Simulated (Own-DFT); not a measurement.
# Which defects push the lattice out? zincblende GaAs

Calculated, not measured: single-point runs of Own-DFT, a retired in-house plane-wave DFT program that no person has reviewed, on unrelaxed cells, without spin or spin-orbit coupling.

Common settings: PBE; PseudoDojo norm-conserving scalar-relativistic files; cutoff 42 hartree; 3 x 3 x 3 k mesh centred on Gamma; Fermi-Dirac smearing of 0.1 eV.

Caveats (not all hold for every row): not probed for a lower state with spin; forces on such cells failed a check on a denser k mesh; forces not confirmed at this smearing and k mesh; forces on such cells passed a denser k mesh, each cell not checked; stress not checked against mesh or cutoff.

All runs share one cell, with vectors in Å (11.307, 0.000, 0.000); (0.000, 11.307, 0.000); (0.000, 0.000, 11.307) and a volume of 1445.4 Å³. u is the rms random offset of the atoms per axis. The defect's site can differ from row to row.

| cell | formula | u (Å) | P (GPa) |
|---|---|---|---|
| no defect | As32Ga32 | 0.0209 | 3.52 |
| no defect | As32Ga32 | 0.0461 | 3.91 |
| no defect | As32Ga32 | 0.0489 | 3.89 |
| one As on a Ga site | As33Ga31 | 0.0313 | 4.28 |
| one As on a Ga site | As33Ga31 | 0.0316 | 4.25 |
| one As on a Ga site | As33Ga31 | 0.0465 | 4.52 |
| one As on a Ga site and one Ga on an As site | As32Ga32 | 0.0285 | 3.93 |
| one As on a Ga site and one Ga on an As site | As32Ga32 | 0.0303 | 3.95 |
| one As on a Ga site and one Ga on an As site | As32Ga32 | 0.0485 | ? |
| one As on a Ga site and one Ga on an As site | As32Ga32 | 0.0516 | 4.20 |
| two As vacancies | As30Ga32 | 0.0334 | 3.24 |
| two As vacancies | As30Ga32 | 0.0469 | 3.43 |
| two As vacancies | As30Ga32 | 0.0506 | 3.33 |
| one In on a Ga site | As32Ga31In | 0.0341 | 4.30 |
| one In on a Ga site | As32Ga31In | 0.0475 | 4.64 |
| one In on a Ga site | As32Ga31In | 0.0517 | 4.66 |

## Analysis

P = P0 + c u² + a shift for each defect gives P0 = 3.48 GPa, c = 180 ± 23 GPa/Å² and a scatter of 0.06 GPa. The shifts, and each times the cell's volume:

- one In on a Ga site: 0.69 ± 0.05 GPa, 6.2 eV
- one As on a Ga site: 0.62 ± 0.05 GPa, 5.6 eV
- one As on a Ga site and one Ga on an As site: 0.28 ± 0.05 GPa, 2.6 eV
- two As vacancies: -0.49 ± 0.05 GPa, -4.5 eV (-2.2 eV for each of its 2 sites)

Against the defect-free cell, a freed cell would be larger where the shift is positive and smaller where it is negative (160.2 GPa Å³ is 1 eV). The atoms around the defects weren't relaxed, which would change these numbers.

## Test on the hidden row

Q: what pressure belongs in the blank (one As on a Ga site and one Ga on an As site, u = 0.0485 Å)?

Estimate: 4.18 ± 0.08 GPa. DFT gave 4.28 GPa.
